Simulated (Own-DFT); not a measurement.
Simulation results for GaP (zincblende, atoms displaced), SiC (3C silicon carbide, strained, atoms displaced), SiC (4H silicon carbide, strained, atoms displaced), GaP (zincblende, strained, atoms displaced)

A calculation, not a measurement: plane-wave PBE density functional theory by an unreviewed code, no spin, of a simulated periodic cell, stress positive in tension, free energy of the whole cell less one offset for each atom, forces on such cells passed a denser k mesh, this cell's mesh not checked; offsets are fitted by least squares, one for each functional and potential file, so energies compare only between cells with the same atoms and settings and are not formation energies; the far tail of each file's local potential was reset to the Coulomb form; each entry is a single point on an unrelaxed cell, so the pressure reflects the starting lattice, mostly measured values (interpolated for alloys), from which strain is counted, and rises with the displacements; printed positions are rounded, which can move forces by about a meV/angstrom; the program, named Own-DFT, is a retired in-house code; no spin-orbit coupling. Program: Own-DFT development build.

Settings shared by all entries: functional PBE; potential files PseudoDojo norm-conserving, scalar-relativistic, standard set; wave cutoff 42 hartree; occupations Fermi-Dirac; smearing width 0.1 eV.

(1) GaP (zincblende, atoms displaced)

```cif
# cell vector a (Å): 10.9010 0.0000 0.0000
# cell vector b (Å): 0.0000 10.9010 0.0000
# cell vector c (Å): 0.0000 0.0000 10.9010
data_GaP
_symmetry_space_group_name_H-M 'P 1'
_symmetry_Int_Tables_number 1
_cell_length_a 10.9010
_cell_length_b 10.9010
_cell_length_c 10.9010
_cell_angle_alpha 90.000
_cell_angle_beta 90.000
_cell_angle_gamma 90.000
_cell_volume 1295.39
loop_
_atom_site_label
_atom_site_type_symbol
_atom_site_fract_x
_atom_site_fract_y
_atom_site_fract_z
_atom_site_occupancy
Ga1 Ga 0.00361 0.00515 0.99562 1
Ga2 Ga 0.98962 0.24604 0.26553 1
Ga3 Ga 0.24482 0.00376 0.22952 1
Ga4 Ga 0.24855 0.24631 0.00605 1
P1 P 0.11942 0.13350 0.11048 1
P2 P 0.13124 0.38175 0.38870 1
P3 P 0.38461 0.12138 0.37738 1
P4 P 0.36321 0.36942 0.13798 1
Ga5 Ga 0.99876 0.00386 0.49657 1
Ga6 Ga 0.99753 0.25368 0.74822 1
Ga7 Ga 0.24953 0.01243 0.73590 1
Ga8 Ga 0.25710 0.24464 0.50094 1
P5 P 0.12212 0.13341 0.63161 1
P6 P 0.11601 0.37658 0.87830 1
P7 P 0.38368 0.11714 0.87440 1
P8 P 0.36186 0.38809 0.63304 1
Ga9 Ga 0.99624 0.49315 0.99881 1
Ga10 Ga 0.01038 0.75562 0.26653 1
Ga11 Ga 0.24060 0.49485 0.26867 1
Ga12 Ga 0.25330 0.75730 0.01092 1
P9 P 0.12245 0.61772 0.13817 1
P10 P 0.13080 0.87361 0.38319 1
P11 P 0.37859 0.63388 0.37740 1
P12 P 0.38773 0.87398 0.14498 1
Ga13 Ga 0.99673 0.51694 0.50964 1
Ga14 Ga 0.98730 0.74880 0.74598 1
Ga15 Ga 0.25796 0.51199 0.73506 1
Ga16 Ga 0.22608 0.73199 0.50083 1
P13 P 0.12589 0.62498 0.62364 1
P14 P 0.13597 0.87141 0.87368 1
P15 P 0.37343 0.61410 0.88058 1
P16 P 0.37443 0.86644 0.62297 1
Ga17 Ga 0.50383 0.00161 0.99746 1
Ga18 Ga 0.49445 0.24459 0.25591 1
Ga19 Ga 0.75067 0.99875 0.24483 1
Ga20 Ga 0.75490 0.23585 0.99016 1
P17 P 0.60617 0.13884 0.11987 1
P18 P 0.62018 0.36792 0.36067 1
P19 P 0.87360 0.11762 0.37661 1
P20 P 0.87273 0.38476 0.14320 1
Ga21 Ga 0.51781 0.98879 0.49884 1
Ga22 Ga 0.51231 0.24465 0.74335 1
Ga23 Ga 0.74244 0.00459 0.73618 1
Ga24 Ga 0.76459 0.25474 0.48797 1
P21 P 0.62939 0.11013 0.63323 1
P22 P 0.63646 0.37726 0.88075 1
P23 P 0.87378 0.11371 0.87755 1
P24 P 0.87497 0.37432 0.62164 1
Ga25 Ga 0.49630 0.49286 0.99849 1
Ga26 Ga 0.48386 0.75335 0.25547 1
Ga27 Ga 0.74187 0.50753 0.26338 1
Ga28 Ga 0.76233 0.75080 0.00144 1
P25 P 0.63089 0.62027 0.12012 1
P26 P 0.62290 0.87195 0.38441 1
P27 P 0.84958 0.63907 0.37969 1
P28 P 0.87274 0.87462 0.12383 1
Ga29 Ga 0.48690 0.49182 0.47734 1
Ga30 Ga 0.51596 0.74862 0.74842 1
Ga31 Ga 0.74190 0.51133 0.77120 1
Ga32 Ga 0.76167 0.75242 0.49502 1
P29 P 0.62567 0.62698 0.61286 1
P30 P 0.62310 0.88173 0.89961 1
P31 P 0.87917 0.63281 0.87723 1
P32 P 0.87402 0.87092 0.61806 1
```

It was run with hardware one NVIDIA H100 and k mesh 3 x 3 x 3 centred on Gamma.

Results for GaP (zincblende, atoms displaced): free energy of cell above offsets -25.770 eV; pressure 4.88 GPa; stress xx -4.51 GPa; stress yy -5.39 GPa; stress zz -4.74 GPa; stress yz -0.08 GPa; stress xz 0.37 GPa; stress xy 1.53 GPa; wall time 583.6 s.

Force:
```csv
element,x (eV/Å),y (eV/Å),z (eV/Å)
Ga,0.084,-1.827,-0.01
Ga,1.475,1.402,-1.103
Ga,0.189,0.164,1.441
Ga,1.131,1.011,-1.625
P,-0.892,-0.652,2.32
P,-2.054,-1.603,0.87
P,-1.042,-0.986,0.519
P,0.65,0.614,-0.454
Ga,0.851,-0.514,1.06
Ga,-0.564,0.046,0.843
Ga,1.084,-1.704,1.059
Ga,-0.135,0.497,0.334
P,-0.329,-0.303,-1.528
P,1.455,-0.2,-0.929
P,-1.18,1.297,-0.5
P,3.138,-3.247,-2.384
Ga,-0.129,0.744,1.272
Ga,-1.6,-0.798,-1.381
Ga,1.481,1.216,-1.649
Ga,0.219,-1.09,0.275
P,-0.037,0.765,-0.693
P,0.056,1.606,-0.503
P,-2.147,-1.044,0.244
P,-2.152,2.274,-3.559
Ga,-1.149,-1.373,-1.29
Ga,1.787,0.669,0.271
Ga,-1.819,0.706,3.148
Ga,3.45,2.314,-1.151
P,-2.027,-0.318,2.433
P,-0.975,0.651,-0.477
P,0.162,1.631,-0.403
P,-0.225,0.297,-0.134
Ga,-1.361,0.43,1.778
Ga,-0.729,0.567,-0.865
Ga,-1.424,0.105,-0.181
Ga,-0.482,1.413,1.794
P,2.136,-1.177,0.022
P,0.575,0.232,1.716
P,-0.377,-0.395,-0.463
P,-0.157,-1.1,-0.957
Ga,-2.607,1.076,1.467
Ga,-0.824,1.14,0.971
Ga,2.728,-3.169,3.675
Ga,-1.555,0.035,0.855
P,-1.852,3.489,-3.677
P,-1.28,-1.293,-0.055
P,0.238,0.39,-1.919
P,-0.357,1.035,0.804
Ga,0.073,-0.49,1.057
Ga,3.714,-1.627,0.807
Ga,-0.121,-0.315,-1.274
Ga,-1.373,0.02,0.347
P,-1.101,0.718,0.409
P,1.628,-1.013,-2.524
P,4.759,-2.936,-2.445
P,1.714,0.478,0.799
Ga,0.925,-0.229,1.858
Ga,-1.075,0.285,0.807
Ga,0.458,0.331,-2.405
Ga,-3.464,2.12,2.851
P,0.27,-0.81,0.565
P,1.886,-1.901,-3.088
P,0.043,-1.032,0.228
P,0.231,1.379,0.729
```

(2) SiC (3C silicon carbide, strained, atoms displaced)

```cif
# cell vector a (Å): 13.1318 -0.0060 0.0936
# cell vector b (Å): -0.0040 8.6011 -0.0814
# cell vector c (Å): 0.0624 -0.0814 8.6525
data_SiC
_symmetry_space_group_name_H-M 'P 1'
_symmetry_Int_Tables_number 1
_cell_length_a 13.1321
_cell_length_b 8.6015
_cell_length_c 8.6531
_cell_angle_alpha 91.081
_cell_angle_beta 89.178
_cell_angle_gamma 90.057
_cell_volume 977.14
loop_
_atom_site_label
_atom_site_type_symbol
_atom_site_fract_x
_atom_site_fract_y
_atom_site_fract_z
_atom_site_occupancy
Si1 Si 0.00089 0.99209 0.99368 1
Si2 Si 0.99842 0.24378 0.23928 1
Si3 Si 0.16921 0.00541 0.25610 1
Si4 Si 0.16940 0.23949 0.99458 1
C1 C 0.08254 0.13551 0.12985 1
C2 C 0.07295 0.37450 0.37967 1
C3 C 0.25225 0.12157 0.37570 1
C4 C 0.24956 0.38143 0.12676 1
Si5 Si 0.00074 0.99520 0.49162 1
Si6 Si 0.00445 0.25306 0.75786 1
Si7 Si 0.17131 0.00207 0.74916 1
Si8 Si 0.16563 0.24921 0.50681 1
C5 C 0.07766 0.12507 0.62693 1
C6 C 0.08582 0.36725 0.87675 1
C7 C 0.24885 0.14082 0.86636 1
C8 C 0.25078 0.37098 0.62110 1
Si9 Si 0.99219 0.49555 0.00102 1
Si10 Si 0.00434 0.75064 0.23714 1
Si11 Si 0.17203 0.50060 0.25001 1
Si12 Si 0.16417 0.75387 0.99838 1
C9 C 0.07964 0.62563 0.12086 1
C10 C 0.08312 0.86988 0.37834 1
C11 C 0.25324 0.62446 0.37080 1
C12 C 0.24453 0.87825 0.13398 1
Si13 Si 0.99828 0.50635 0.49980 1
Si14 Si 0.00188 0.74719 0.75265 1
Si15 Si 0.17055 0.49265 0.75165 1
Si16 Si 0.16769 0.75798 0.49954 1
C13 C 0.08199 0.62777 0.62024 1
C14 C 0.08430 0.86797 0.87347 1
C15 C 0.25176 0.62957 0.87666 1
C16 C 0.25871 0.86833 0.61819 1
Si17 Si 0.33862 0.00684 0.00464 1
Si18 Si 0.33345 0.25309 0.24641 1
Si19 Si 0.50277 0.00098 0.24936 1
Si20 Si 0.50069 0.25139 0.99676 1
C17 C 0.41487 0.13041 0.12175 1
C18 C 0.41401 0.36840 0.37313 1
C19 C 0.58208 0.12751 0.37175 1
C20 C 0.58753 0.36395 0.12494 1
Si21 Si 0.32576 0.99209 0.51069 1
Si22 Si 0.33022 0.25220 0.74717 1
Si23 Si 0.49687 0.00556 0.74474 1
Si24 Si 0.50477 0.25914 0.50187 1
C21 C 0.41549 0.11671 0.62070 1
C22 C 0.42323 0.36637 0.86761 1
C23 C 0.58866 0.13383 0.88109 1
C24 C 0.58572 0.37919 0.62355 1
Si25 Si 0.33559 0.49286 0.99871 1
Si26 Si 0.33205 0.75242 0.24764 1
Si27 Si 0.50146 0.49333 0.26462 1
Si28 Si 0.49854 0.74654 0.00452 1
C25 C 0.42090 0.62045 0.11943 1
C26 C 0.42095 0.87270 0.37370 1
C27 C 0.58189 0.63155 0.37213 1
C28 C 0.58284 0.87488 0.12427 1
Si29 Si 0.34131 0.49370 0.49397 1
Si30 Si 0.33334 0.74658 0.75169 1
Si31 Si 0.49654 0.50464 0.75179 1
Si32 Si 0.49479 0.74541 0.48967 1
C29 C 0.41810 0.62041 0.61707 1
C30 C 0.41448 0.87305 0.87758 1
C31 C 0.58399 0.62237 0.86566 1
C32 C 0.57437 0.86971 0.62308 1
Si33 Si 0.66135 0.00331 0.98874 1
Si34 Si 0.66007 0.25786 0.24986 1
Si35 Si 0.83207 0.00729 0.24346 1
Si36 Si 0.83535 0.24978 0.99543 1
C33 C 0.74936 0.11577 0.11593 1
C34 C 0.74999 0.37130 0.37247 1
C35 C 0.91455 0.11804 0.36929 1
C36 C 0.92119 0.38120 0.12014 1
Si37 Si 0.66732 0.99919 0.50068 1
Si38 Si 0.66176 0.24458 0.74268 1
Si39 Si 0.83075 0.00242 0.75665 1
Si40 Si 0.83313 0.25674 0.51007 1
C37 C 0.75379 0.12825 0.62495 1
C38 C 0.75845 0.36302 0.87648 1
C39 C 0.92022 0.12919 0.87459 1
C40 C 0.91804 0.38458 0.61532 1
Si41 Si 0.66703 0.49750 0.99669 1
Si42 Si 0.66385 0.74863 0.24045 1
Si43 Si 0.82696 0.49319 0.24760 1
Si44 Si 0.83282 0.74705 0.00020 1
C41 C 0.74552 0.62413 0.12368 1
C42 C 0.74957 0.87160 0.37007 1
C43 C 0.91832 0.62523 0.38379 1
C44 C 0.91527 0.86962 0.11645 1
Si45 Si 0.66201 0.49649 0.49592 1
Si46 Si 0.67540 0.74291 0.74919 1
Si47 Si 0.83856 0.50766 0.75392 1
Si48 Si 0.83242 0.74972 0.50039 1
C45 C 0.74115 0.62176 0.62705 1
C46 C 0.74331 0.87693 0.87247 1
C47 C 0.91614 0.62190 0.88192 1
C48 C 0.91485 0.86430 0.62052 1
```

Here we set k mesh 3 x 4 x 4 centred on Gamma.

It finds free energy of cell above offsets -6.534 eV; pressure 9.63 GPa; stress xx -6.89 GPa; stress yy -11.61 GPa; stress zz -10.38 GPa; stress yz -5.12 GPa; stress xz 3.89 GPa; stress xy -0.31 GPa.

Force:
```csv
element,x (eV/Å),y (eV/Å),z (eV/Å)
Si,-0.368,1.681,0.964
Si,-1.506,2.685,3.252
Si,-2.018,-0.156,-0.129
Si,-1.883,3.095,2.533
C,2.236,-3.941,-2.451
C,3.159,-0.67,-1.317
C,-0.021,1.063,0.979
C,0.883,-2.386,-1.333
Si,-1.64,0.504,1.51
Si,-1.825,-0.167,-2.184
Si,-1.411,-0.523,-0.62
Si,-1.355,0.012,-1.937
C,1.761,-1.173,-0.402
C,0.235,1.786,0.66
C,1.294,-4.013,0.828
C,0.901,1.018,0.173
Si,3.809,1.4,-1.058
Si,-2.265,0.002,2.841
Si,-3.404,0.362,0.783
Si,0.689,-1.026,1.097
C,2.016,-1.323,-0.855
C,0.908,1.008,-1.737
C,0.075,0.134,1.181
C,1.463,-0.008,-2.237
Si,0.605,-0.134,-0.525
Si,-1.083,-0.174,-1.161
Si,-1.203,1.679,-0.39
Si,-0.144,-2.551,-0.271
C,1.702,-0.489,1.352
C,1.006,1.638,-0.6
C,-0.174,-1.591,-0.035
C,-3.677,-1.1,3.532
Si,-2.384,-1.486,-1.08
Si,-1.033,-0.795,0.485
Si,-1.125,0.039,0.279
Si,0.267,-0.097,0.883
C,1.659,-0.018,0.686
C,1.979,-0.148,0.24
C,0.561,0.271,0.903
C,-2.383,3.096,-0.878
Si,4.511,2.844,-4.437
Si,2.289,-0.088,-1.391
Si,0.749,-1.449,1.156
Si,-1.848,-2.665,-0.431
C,-0.406,2.348,0.414
C,-1.954,1.083,0.52
C,-2.635,-0.964,-2.46
C,-1.214,-0.585,0.678
Si,0.274,1.247,-0.208
Si,1.037,-0.332,-0.18
Si,-0.044,0.83,-3.433
Si,1.016,0.514,-1.584
C,-1.144,-0.828,1.679
C,-2.207,0.867,-0.786
C,0.699,-2.022,0.044
C,-0.234,0.428,-1.097
Si,-3.344,1.286,0.934
Si,0.861,-0.011,-0.514
Si,1.26,-0.412,-1.178
Si,1.174,1.291,1.839
C,-0.541,0.064,1.296
C,0.58,0.545,-0.13
C,0.171,0.316,2.052
C,2.308,0.536,0.174
Si,1.234,-1.113,2.577
Si,3.132,-3.421,0.265
Si,-0.691,-2.196,0.173
Si,0.133,-0.959,1.803
C,-0.258,2.032,0.596
C,-0.865,0.007,0.723
C,0.528,1.495,0.748
C,-3.151,-2.74,1.892
Si,-0.59,-0.607,-0.484
Si,2.458,1.597,1.096
Si,1.198,-0.511,-1.41
Si,0.646,-0.887,-2.482
C,-1.345,-1.017,0.241
C,-2.539,2.615,-1.821
C,-0.05,-1.466,0.019
C,0.016,-0.875,3.09
Si,0.048,-0.856,-0.649
Si,0.51,1.07,1.613
Si,2.188,1.718,0.491
Si,-1.345,0.581,-0.037
C,0.996,-0.623,-0.562
C,-0.133,0.298,0.028
C,-1.217,0.426,-3.111
C,0.715,1.099,0.945
Si,1.49,1.556,-0.099
Si,-4.735,2.126,0.268
Si,-2.082,-2.057,-1.412
Si,-1.131,-0.756,-0.818
C,3.75,-1.451,-1.906
C,2.161,-0.694,0.315
C,0.609,1.106,-1.1
C,0.652,2.155,2.092
```

(3) SiC (4H silicon carbide, strained, atoms displaced)

```cif
# cell vector a (Å): 9.2933 -0.1477 0.1263
# cell vector b (Å): -4.7746 8.2063 -0.1762
# cell vector c (Å): 0.1375 -0.1422 10.0591
data_SiC
_symmetry_space_group_name_H-M 'P 1'
_symmetry_Int_Tables_number 1
_cell_length_a 9.2953
_cell_length_b 9.4959
_cell_length_c 10.0610
_cell_angle_alpha 92.157
_cell_angle_beta 88.426
_cell_angle_gamma 121.110
_cell_volume 759.76
loop_
_atom_site_label
_atom_site_type_symbol
_atom_site_fract_x
_atom_site_fract_y
_atom_site_fract_z
_atom_site_occupancy
Si1 Si 0.00332 0.00478 0.40119 1
Si2 Si 0.11606 0.23750 0.15905 1
C1 C 0.00220 0.00134 0.09834 1
C2 C 0.10558 0.21736 0.34169 1
Si3 Si 0.00177 0.34986 0.41162 1
Si4 Si 0.11406 0.55228 0.15764 1
C3 C 0.00193 0.33492 0.09255 1
C4 C 0.10842 0.54746 0.33402 1
Si5 Si 0.00524 0.67166 0.40054 1
Si6 Si 0.11139 0.88290 0.15441 1
C5 C 0.00825 0.66170 0.09505 1
C6 C 0.11504 0.88540 0.34139 1
Si7 Si 0.33258 0.99280 0.40374 1
Si8 Si 0.44311 0.22610 0.15063 1
C7 C 0.33733 0.00036 0.09091 1
C8 C 0.44916 0.22381 0.33778 1
Si9 Si 0.34070 0.33618 0.41499 1
Si10 Si 0.45346 0.55410 0.16101 1
C9 C 0.33956 0.32945 0.08777 1
C10 C 0.44567 0.55788 0.35385 1
Si11 Si 0.32909 0.66798 0.39496 1
Si12 Si 0.43883 0.88142 0.15085 1
C11 C 0.33507 0.66647 0.09236 1
C12 C 0.44056 0.88720 0.33890 1
Si13 Si 0.67018 0.00680 0.40047 1
Si14 Si 0.77777 0.22394 0.15556 1
C13 C 0.67051 0.99549 0.09132 1
C14 C 0.77966 0.22722 0.34394 1
Si15 Si 0.65942 0.32847 0.40497 1
Si16 Si 0.78690 0.55883 0.15420 1
C15 C 0.66830 0.33565 0.09233 1
C16 C 0.77721 0.55492 0.34213 1
Si17 Si 0.66147 0.66269 0.40460 1
Si18 Si 0.76135 0.86973 0.15615 1
C17 C 0.66171 0.65804 0.09226 1
C18 C 0.78005 0.89038 0.34475 1
Si19 Si 0.99903 0.00036 0.91285 1
Si20 Si 0.87892 0.77010 0.65814 1
C19 C 0.99858 0.99459 0.59771 1
C20 C 0.89221 0.77633 0.83908 1
Si21 Si 0.00132 0.66516 0.90398 1
Si22 Si 0.89361 0.45019 0.65623 1
C21 C 0.00400 0.66320 0.59156 1
C22 C 0.88874 0.45748 0.84924 1
Si23 Si 0.99098 0.33526 0.90895 1
Si24 Si 0.89263 0.11190 0.65431 1
C23 C 0.01353 0.32968 0.58955 1
C24 C 0.88245 0.11104 0.84017 1
Si25 Si 0.65451 0.98577 0.90745 1
Si26 Si 0.56275 0.77400 0.65348 1
C25 C 0.66819 0.00284 0.58859 1
C26 C 0.54885 0.77953 0.84074 1
Si27 Si 0.67369 0.67181 0.91340 1
Si28 Si 0.55569 0.45069 0.65091 1
C27 C 0.66978 0.66669 0.59629 1
C28 C 0.55103 0.44637 0.85085 1
Si29 Si 0.65742 0.33179 0.90620 1
Si30 Si 0.55739 0.10507 0.65824 1
C29 C 0.66596 0.32711 0.60384 1
C30 C 0.55011 0.09785 0.83924 1
Si31 Si 0.33676 0.00387 0.90941 1
Si32 Si 0.21941 0.78581 0.65668 1
C31 C 0.33752 0.00547 0.59256 1
C32 C 0.22157 0.78246 0.84448 1
Si33 Si 0.33886 0.67062 0.90908 1
Si34 Si 0.22238 0.44315 0.65643 1
C33 C 0.33290 0.66695 0.59888 1
C34 C 0.23417 0.44555 0.84321 1
Si35 Si 0.32864 0.33314 0.90561 1
Si36 Si 0.22005 0.10876 0.65847 1
C35 C 0.34612 0.34044 0.59223 1
C36 C 0.21947 0.10844 0.83410 1
```

It was run with hardware one NVIDIA H100 and k mesh 4 x 4 x 3 centred on Gamma.

It finds free energy of cell above offsets -6.524 eV; pressure 0.74 GPa; stress xx 0.31 GPa; stress yy 3.69 GPa; stress zz -6.22 GPa; stress yz -4.46 GPa; stress xz 3.56 GPa; stress xy -7.29 GPa; wall time 411 s.

Force:
```csv
element,x (eV/Å),y (eV/Å),z (eV/Å)
Si,0.274,-0.979,0.9
Si,0.843,-2.472,-0.579
C,-0.334,-0.696,-0.128
C,0.478,2.231,1.181
Si,1.309,-3.271,-1.224
Si,-0.421,0.084,-2.124
C,-0.205,0.031,0.292
C,-0.432,1.908,2.047
Si,-0.494,-1.002,0.723
Si,-0.249,1.16,-0.258
C,-0.865,0.673,-0.544
C,-0.945,0.493,0.107
Si,-0.329,1.738,0.276
Si,1.151,-1.028,0.841
C,-0.283,0.021,0.789
C,-1.503,-0.87,0.761
Si,-1.005,-0.968,-2.566
Si,-2.03,-1.204,-0.303
C,-1.897,1.046,1.416
C,-0.667,-0.894,-1.946
Si,0.801,0.107,2.738
Si,0.381,1.825,0.349
C,0.822,-1.01,0.789
C,0.88,-0.1,-0.059
Si,0.127,-0.738,0.53
Si,-0.022,-0.501,-0.155
C,-1.047,-0.221,0.801
C,-0.177,-0.117,0.041
Si,1.239,0.911,0.891
Si,-0.632,-0.958,0.208
C,0.326,-0.349,0.03
C,-0.068,-0.015,0.46
Si,1.621,1.707,0.709
Si,1.495,3.377,0.4
C,1.733,0.643,0.919
C,-0.764,-1.1,-0.267
Si,-0.119,0.312,-1.537
Si,2.493,1.455,-0.807
C,-0.216,0.131,-1.375
C,-0.496,0.184,2.233
Si,-0.201,1.961,0.816
Si,0.399,-1.101,0.439
C,-1.415,0.505,-0.617
C,0.743,-3.071,-1.218
Si,1.312,0.028,-1.459
Si,-0.301,-0.433,-0.246
C,-2.63,0.448,1.122
C,0.42,-0.063,1.271
Si,0.73,2.717,-0.791
Si,-2.494,1.222,-0.085
C,0.85,-0.772,0.13
C,2.608,-1.05,0.351
Si,-1.026,-0.975,-2.598
Si,2.083,-0.924,2.61
C,-0.602,-0.737,-1.402
C,0.835,0.347,-1.321
Si,0.703,0.007,-0.802
Si,-0.572,0.532,-0.751
C,-0.335,1.065,-1.732
C,0.298,1.675,1.754
Si,-1.116,-0.688,-1.604
Si,2.002,-0.486,0.114
C,-0.326,-0.746,-0.357
C,0.745,-0.417,0.423
Si,-1.533,-1.226,-1.538
Si,1.482,1.375,0.226
C,-0.275,0.228,-1.54
C,-2.733,0.155,0.486
Si,0.717,-0.584,-0.883
Si,0.584,0.565,-2.01
C,-2.103,-1.591,0.998
C,0.381,0.488,3.654
```

(4) GaP (zincblende, strained, atoms displaced)

```cif
# cell vector a (Å): 10.8620 0.0000 0.0000
# cell vector b (Å): 0.0000 10.8620 0.0000
# cell vector c (Å): 0.0000 0.0000 10.9439
data_GaP
_symmetry_space_group_name_H-M 'P 1'
_symmetry_Int_Tables_number 1
_cell_length_a 10.8620
_cell_length_b 10.8620
_cell_length_c 10.9439
_cell_angle_alpha 90.000
_cell_angle_beta 90.000
_cell_angle_gamma 90.000
_cell_volume 1291.19
loop_
_atom_site_label
_atom_site_type_symbol
_atom_site_fract_x
_atom_site_fract_y
_atom_site_fract_z
_atom_site_occupancy
Ga1 Ga 0.99980 0.99206 0.00085 1
Ga2 Ga 0.00524 0.25065 0.24424 1
Ga3 Ga 0.24265 0.99345 0.24905 1
Ga4 Ga 0.25424 0.25093 0.00547 1
P1 P 0.12523 0.13409 0.12996 1
P2 P 0.11751 0.36894 0.37838 1
P3 P 0.38232 0.12399 0.38190 1
P4 P 0.37647 0.37046 0.11837 1
Ga5 Ga 0.98854 0.00577 0.49961 1
Ga6 Ga 0.00245 0.24794 0.74067 1
Ga7 Ga 0.24665 0.00979 0.74165 1
Ga8 Ga 0.24754 0.25934 0.50241 1
P5 P 0.12527 0.13382 0.63192 1
P6 P 0.12827 0.37592 0.87197 1
P7 P 0.39155 0.13652 0.88460 1
P8 P 0.38882 0.37799 0.61064 1
Ga9 Ga 0.00369 0.50350 0.99529 1
Ga10 Ga 0.00985 0.74610 0.26723 1
Ga11 Ga 0.25700 0.50136 0.24203 1
Ga12 Ga 0.23768 0.74948 0.99720 1
P9 P 0.12981 0.63032 0.12015 1
P10 P 0.12652 0.87450 0.38033 1
P11 P 0.36571 0.61671 0.38527 1
P12 P 0.36596 0.87878 0.11968 1
Ga13 Ga 0.99153 0.49981 0.50284 1
Ga14 Ga 0.00658 0.74034 0.75650 1
Ga15 Ga 0.24467 0.51529 0.74695 1
Ga16 Ga 0.24270 0.74497 0.49905 1
P13 P 0.12540 0.61804 0.63228 1
P14 P 0.12903 0.88649 0.88315 1
P15 P 0.36618 0.62224 0.87559 1
P16 P 0.37200 0.87705 0.62256 1
Ga17 Ga 0.49794 0.00959 0.00567 1
Ga18 Ga 0.49079 0.25297 0.23992 1
Ga19 Ga 0.75132 0.00160 0.23561 1
Ga20 Ga 0.73839 0.24903 0.99857 1
P17 P 0.61676 0.11552 0.14047 1
P18 P 0.63491 0.37967 0.37251 1
P19 P 0.88254 0.13187 0.36687 1
P20 P 0.88044 0.36769 0.12527 1
Ga21 Ga 0.49959 0.01209 0.50218 1
Ga22 Ga 0.50227 0.24936 0.75216 1
Ga23 Ga 0.75557 0.99147 0.74948 1
Ga24 Ga 0.75029 0.26200 0.48782 1
P21 P 0.63300 0.12980 0.61896 1
P22 P 0.62623 0.37996 0.87757 1
P23 P 0.87478 0.13147 0.86680 1
P24 P 0.88443 0.38298 0.63134 1
Ga25 Ga 0.50562 0.49753 0.00203 1
Ga26 Ga 0.49953 0.74289 0.23998 1
Ga27 Ga 0.74734 0.50087 0.25812 1
Ga28 Ga 0.74353 0.74052 0.00986 1
P25 P 0.62119 0.63106 0.12389 1
P26 P 0.62229 0.87311 0.38268 1
P27 P 0.86017 0.63184 0.37536 1
P28 P 0.87770 0.87059 0.12024 1
Ga29 Ga 0.49651 0.51899 0.51220 1
Ga30 Ga 0.49103 0.76518 0.74228 1
Ga31 Ga 0.74570 0.50080 0.74290 1
Ga32 Ga 0.76466 0.74431 0.49713 1
P29 P 0.62805 0.62802 0.62735 1
P30 P 0.62407 0.86667 0.87419 1
P31 P 0.86969 0.63172 0.88203 1
P32 P 0.88158 0.88509 0.62356 1
```

It was run with hardware one NVIDIA H100 and k mesh 3 x 3 x 3 centred on Gamma.

Results for GaP (zincblende, strained, atoms displaced): free energy of cell above offsets -29.371 eV; pressure 4.45 GPa; stress xx -4.69 GPa; stress yy -4.57 GPa; stress zz -4.09 GPa; stress yz 0.77 GPa; stress xz 0.17 GPa; stress xy 1.01 GPa; wall time 530.4 s.

Force:
```csv
element,x (eV/Å),y (eV/Å),z (eV/Å)
Ga,-0.537,1.901,0.075
Ga,-0.436,0.449,0.767
Ga,0.81,1.011,0.312
Ga,-0.877,-0.258,-1.191
P,0.532,-1.742,-1.008
P,0.498,1.477,-0.629
P,-2.044,0.952,-1.411
P,0.09,1.502,0.442
Ga,1.435,0.614,-0.453
Ga,-0.493,1.072,1.8
Ga,1.098,-0.553,1.557
Ga,0.683,-0.704,-0.234
P,0.304,-0.761,-2.139
P,0.095,-0.162,-0.072
P,-2.029,-0.648,-1.028
P,-1.396,-0.438,2.157
Ga,-0.395,-0.558,0.304
Ga,-0.894,-0.131,-1.457
Ga,-0.833,-0.586,0.648
Ga,1.606,0.707,-0.402
P,-1.098,-0.995,1.466
P,-0.479,0.728,0.606
P,0.625,0.949,-1.613
P,0.559,-0.762,0.107
Ga,0.67,0.616,-0.962
Ga,-0.447,1.64,0.211
Ga,1.807,-2.938,0.901
Ga,0.304,0.282,0.762
P,-1.516,1.535,-2.21
P,0.098,-0.772,-1.856
P,1.24,0.928,0.233
P,-0.88,0.917,-0.951
Ga,0.527,-1.705,-0.297
Ga,0.959,-0.386,2.012
Ga,0.927,-1.24,2.158
Ga,0.842,-0.598,0.642
P,0.119,1.718,-1.766
P,-3.001,0.3,-0.039
P,-1.139,-0.488,0.081
P,-0.958,1.367,-0.52
Ga,0.905,-1.303,0.442
Ga,0.678,0.768,-1.016
Ga,-0.827,0.895,0.346
Ga,1.304,-1.031,1.277
P,0.13,-0.039,0.812
P,-0.009,-0.147,-0.76
P,-0.202,-0.764,0.971
P,-1.609,-0.904,-0.445
Ga,-0.773,0.61,-0.46
Ga,-1.325,1.652,1.896
Ga,0.697,-0.003,-1.984
Ga,0.827,1.663,-1.202
P,0.117,-2.327,0.66
P,0.384,-0.072,-0.903
P,3.143,-1.921,-1.35
P,-0.094,-0.443,0.999
Ga,1.218,-0.97,-1.275
Ga,0.683,-1.655,1.282
Ga,0.661,0.034,1.208
Ga,-2.407,2.704,2.196
P,-0.01,1.332,0.073
P,-0.038,1.022,0.576
P,0.191,-0.992,-0.817
P,-0.019,-2.349,0.47
```
